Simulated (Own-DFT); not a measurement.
Simulation results for Hf$_{16}$O$_{31}$ (monoclinic hafnia with two neutral oxygen vacancies, strained, atoms displaced)

A calculation, not a measurement: plane-wave PBE and HSE06 DFT by an unreviewed code, no spin, of a simulated cell at Gamma alone, so results move with cell size and shape, stress positive in tension, energies less offsets, not probed for a lower state with spin; hafnium file: forces about 75 meV/angstrom off all-electron values; oxygen file: force components 24 meV/angstrom off all-electron in a glass; k mesh not checked against a denser one; forces and stress are PBE's, HSE06 gives the energy alone, and its difference from PBE has offsets of its own; offsets are fitted by least squares, one for each functional and potential file, so energies compare only between cells with the same atoms and settings and are not formation energies; the far tail of each file's local potential was reset to the Coulomb form; each entry is a single point on an unrelaxed cell, so the pressure reflects the starting lattice, mostly measured values, from which strain is counted, and rises with the displacements; printed positions are rounded, which can move forces by about a meV/angstrom; the program is a retired in-house code; no spin-orbit coupling. Program: Own-DFT development build.

```cif
# cell vector a (Å): 10.3642 0.1264 -0.1079
# cell vector b (Å): 0.1278 10.3648 -0.1703
# cell vector c (Å): -1.8272 -0.1928 10.5182
data_Hf16O31
_symmetry_space_group_name_H-M 'P 1'
_symmetry_Int_Tables_number 1
_cell_length_a 10.3655
_cell_length_b 10.3670
_cell_length_c 10.6775
_cell_angle_alpha 92.083
_cell_angle_beta 100.462
_cell_angle_gamma 88.585
_cell_volume 1127.38
loop_
_atom_site_label
_atom_site_type_symbol
_atom_site_fract_x
_atom_site_fract_y
_atom_site_fract_z
_atom_site_occupancy
Hf1 Hf 0.14313 0.01743 0.10742 1
Hf2 Hf 0.36012 0.26936 0.14124 1
Hf3 Hf 0.35983 0.47202 0.39495 1
Hf4 Hf 0.13337 0.23015 0.35756 1
O1 O 0.03955 0.16511 0.16654 1
O2 O 0.46819 0.40639 0.07196 1
O3 O 0.46491 0.33819 0.32628 1
O4 O 0.04379 0.08043 0.42466 1
O5 O 0.22893 0.37831 0.23981 1
O6 O 0.27892 0.13006 0.00645 1
O7 O 0.27129 0.11738 0.25694 1
O8 O 0.21805 0.36639 0.49644 1
Hf5 Hf 0.14220 0.01794 0.59772 1
Hf6 Hf 0.36499 0.27117 0.64686 1
Hf7 Hf 0.36470 0.47310 0.89465 1
Hf8 Hf 0.13703 0.22876 0.85238 1
O9 O 0.03959 0.16325 0.67570 1
O10 O 0.45645 0.41938 0.57469 1
O11 O 0.46561 0.33830 0.82855 1
O12 O 0.03251 0.08321 0.92123 1
O13 O 0.21777 0.38422 0.73886 1
O14 O 0.26955 0.12754 0.51332 1
O15 O 0.28288 0.11989 0.76370 1
O16 O 0.23463 0.37015 0.99414 1
Hf9 Hf 0.13658 0.51832 0.09864 1
Hf10 Hf 0.36424 0.76153 0.14323 1
Hf11 Hf 0.36120 0.97999 0.39755 1
Hf12 Hf 0.13361 0.73121 0.34618 1
O17 O 0.04618 0.66593 0.18222 1
O18 O 0.45899 0.91799 0.06629 1
O19 O 0.46747 0.82934 0.32401 1
O20 O 0.03799 0.58308 0.42012 1
O21 O 0.22464 0.88198 0.24146 1
O22 O 0.27378 0.64077 0.01706 1
O23 O 0.26481 0.61637 0.25967 1
O24 O 0.22674 0.87732 0.48231 1
Hf13 Hf 0.13856 0.51603 0.59568 1
Hf14 Hf 0.36433 0.77074 0.64895 1
Hf15 Hf 0.35648 0.97885 0.89571 1
Hf16 Hf 0.13042 0.72832 0.85439 1
O25 O 0.03348 0.66857 0.67378 1
O26 O 0.46464 0.91485 0.56548 1
O27 O 0.45791 0.83673 0.82215 1
O28 O 0.04092 0.58308 0.92821 1
O29 O 0.23290 0.87886 0.74933 1
O30 O 0.27413 0.62860 0.50623 1
O31 O 0.28665 0.61051 0.76011 1
O32 O 0.22447 0.88534 0.99031 1
Hf17 Hf 0.63695 0.02462 0.11008 1
Hf18 Hf 0.86674 0.27477 0.15168 1
Hf19 Hf 0.85522 0.48738 0.39402 1
Hf20 Hf 0.63985 0.22983 0.34148 1
O33 O 0.53667 0.16346 0.17067 1
O34 O 0.96349 0.41519 0.07726 1
O35 O 0.96135 0.33359 0.33344 1
O36 O 0.54036 0.08442 0.41766 1
O37 O 0.72328 0.38149 0.24245 1
O38 O 0.77656 0.13123 0.01415 1
O39 O 0.77644 0.12992 0.25470 1
O40 O 0.73468 0.37976 0.48847 1
Hf21 Hf 0.63699 0.01558 0.60635 1
Hf22 Hf 0.86057 0.27085 0.64404 1
Hf23 Hf 0.85707 0.48216 0.89131 1
Hf24 Hf 0.63872 0.22716 0.85048 1
O41 O 0.53425 0.15987 0.66730 1
O42 O 0.96608 0.41669 0.57918 1
O43 O 0.96324 0.32450 0.82412 1
O44 O 0.54265 0.07635 0.92447 1
O45 O 0.71636 0.38290 0.74274 1
O46 O 0.76863 0.12535 0.50998 1
O47 O 0.77852 0.11688 0.76128 1
O48 O 0.71738 0.38147 0.99014 1
Hf25 Hf 0.63304 0.51680 0.09677 1
Hf26 Hf 0.85597 0.76429 0.13888 1
Hf27 Hf 0.86106 0.98195 0.39454 1
Hf28 Hf 0.62945 0.72842 0.34995 1
O49 O 0.54246 0.66551 0.16918 1
O50 O 0.96247 0.92194 0.08016 1
O51 O 0.97209 0.83285 0.32926 1
O52 O 0.54488 0.57707 0.42841 1
O53 O 0.72409 0.88296 0.23980 1
O54 O 0.77518 0.62759 0.00813 1
O55 O 0.77879 0.62618 0.25943 1
Hf29 Hf 0.64282 0.53036 0.59769 1
Hf30 Hf 0.87053 0.77224 0.64452 1
Hf31 Hf 0.85996 0.97716 0.89205 1
Hf32 Hf 0.63713 0.72810 0.85040 1
O56 O 0.54018 0.66759 0.67014 1
O57 O 0.96642 0.91964 0.57714 1
O58 O 0.96029 0.83995 0.83200 1
O59 O 0.54188 0.58424 0.91955 1
O60 O 0.71799 0.87792 0.73869 1
O61 O 0.77812 0.62633 0.75515 1
O62 O 0.72771 0.87165 0.98812 1
_calc_first_functional 'PBE'
_calc_second_functional 'HSE06'
_calc_exact_exchange_share 0.25
_calc_screening 0.11  # 1/bohr
_calc_exchange_divergence 'Gygi-Baldereschi'
_calc_potential_files 'PseudoDojo norm-conserving, scalar-relativistic, made for PBE, standard set'
_calc_wave_cutoff 48  # hartree
_calc_occupations 'fixed'
_calc_k_mesh '1 x 1 x 1 centred on Gamma'
_calc_PBE_energy_of_cell_above_offsets '-87.760'  # eV
_calc_HSE06_less_PBE_above_offsets '1.126'  # eV
_calc_PBE_pressure 1.43  # GPa
_calc_PBE_stress_xx -0.93  # GPa
_calc_PBE_stress_yy -1.7  # GPa
_calc_PBE_stress_zz -1.65  # GPa
_calc_PBE_stress_yz -4.07  # GPa
_calc_PBE_stress_xz -2.17  # GPa
_calc_PBE_stress_xy 4.97  # GPa
```

Force:
| element | x (eV/Å) | y (eV/Å) | z (eV/Å) |
| --- | --- | --- | --- |
| Hf | -0.997 | -0.08 | -1.19 |
| Hf | -0.388 | -0.168 | 0.6 |
| Hf | -0.515 | 1.674 | 0.709 |
| Hf | 0.462 | -1.034 | -0.828 |
| O | -1.426 | 1.723 | 1.277 |
| O | 0.435 | 0.694 | 0.411 |
| O | 1.214 | -1.12 | -0.723 |
| O | -1.352 | 0.354 | -0.831 |
| O | -0.744 | -0.489 | -0.031 |
| O | -0.433 | 0.506 | 0.657 |
| O | 0.806 | 0.848 | 0.79 |
| O | 0.684 | 0.022 | -1.071 |
| Hf | -0.31 | 0.052 | 1.343 |
| Hf | -0.717 | 0.279 | -0.241 |
| Hf | -0.889 | 1.416 | -0.171 |
| Hf | -0.045 | -1.454 | 0.25 |
| O | -0.574 | 0.239 | -0.809 |
| O | 0.492 | -0.587 | 0.417 |
| O | 0.915 | -1.467 | -1.01 |
| O | 0.527 | 0.375 | -0.135 |
| O | 0.561 | -1.241 | 0.712 |
| O | 1.33 | 0.577 | -0.24 |
| O | -0.243 | 0.787 | -0.842 |
| O | -0.738 | 0.602 | -0.773 |
| Hf | 0.208 | -0.221 | 1.68 |
| Hf | 0.023 | 3.339 | 0.768 |
| Hf | 0.345 | 0.351 | -1.067 |
| Hf | 1.493 | -0.224 | 2.82 |
| O | -2.685 | -0.269 | -3.444 |
| O | 0.741 | -1.061 | 1.999 |
| O | -0.826 | 0.539 | 0.145 |
| O | -1.135 | -0.423 | 0.199 |
| O | 0.556 | -1.005 | -0.139 |
| O | -0.455 | -1.986 | -1.794 |
| O | 2.456 | -0.298 | -0.322 |
| O | -0.11 | -0.444 | 1.147 |
| Hf | -0.045 | 0.798 | 0.523 |
| Hf | -0.361 | -0.284 | -1.103 |
| Hf | 0.81 | 0.863 | 0.525 |
| Hf | 1.444 | 0.794 | 0.31 |
| O | 0.958 | -0.426 | 0.447 |
| O | 0.331 | -0.627 | 1.297 |
| O | 2.353 | -1.292 | 0.105 |
| O | -1.07 | 0.042 | -1.203 |
| O | -1.671 | -0.687 | -1.833 |
| O | 0.137 | 0.18 | 0.668 |
| O | -0.919 | 1.413 | -0.113 |
| O | -0.594 | -2.092 | -0.607 |
| Hf | 1.018 | -1.768 | -2.968 |
| Hf | 0.2 | -0.84 | -1.635 |
| Hf | 1.217 | -0.012 | 0.663 |
| Hf | -0.834 | 0.318 | 2.687 |
| O | -1.467 | 1.346 | 0.396 |
| O | 0.29 | 0.543 | -0.403 |
| O | 0.421 | -0.263 | -0.238 |
| O | -0.688 | -0.28 | -0.179 |
| O | -0.174 | 0.296 | -0.457 |
| O | -0.277 | 0.693 | -0.166 |
| O | 0.497 | -0.765 | 0.939 |
| O | -0.819 | -0.79 | 0.054 |
| Hf | 0.555 | 0.011 | -1.418 |
| Hf | 0.784 | 0.055 | -0.192 |
| Hf | 0.141 | -1.081 | 0.549 |
| Hf | 0.097 | -0.86 | 1.509 |
| O | -0.553 | 1.131 | 0.895 |
| O | -0.091 | 0.106 | 0.034 |
| O | -1.031 | 1.758 | 0.586 |
| O | -0.014 | 1.106 | -0.758 |
| O | 0.777 | -0.33 | -0.34 |
| O | 0.839 | 0.303 | -0.019 |
| O | -0.475 | 0.819 | -0.531 |
| O | 1.157 | -1.273 | -0.896 |
| Hf | 0.769 | -0.479 | 0.447 |
| Hf | 1.381 | 2.3 | 1.404 |
| Hf | 0.459 | -1.01 | 0.136 |
| Hf | 1.641 | -0.06 | 1.181 |
| O | -1.374 | 0.495 | -0.207 |
| O | -0.041 | -1.084 | 0.2 |
| O | -2.158 | 1.214 | -0.456 |
| O | -0.622 | 0.921 | -1.926 |
| O | 0.114 | -0.265 | 0.338 |
| O | 0.427 | -0.246 | -0.379 |
| O | -0.014 | -0.286 | 0.126 |
| Hf | 0.137 | -1.441 | 0.813 |
| Hf | -1.437 | 0.856 | -0.867 |
| Hf | -0.652 | 2.261 | 2.564 |
| Hf | -0.408 | 1.049 | 0.372 |
| O | -1.013 | 0.7 | 0.24 |
| O | -0.403 | -0.391 | -0.02 |
| O | 2.004 | -2.512 | -1.028 |
| O | -1.157 | -0.262 | 0.041 |
| O | 0.393 | -0.205 | -0.654 |
| O | 0.622 | -0.484 | 0.375 |
| O | -0.28 | -0.78 | -0.094 |
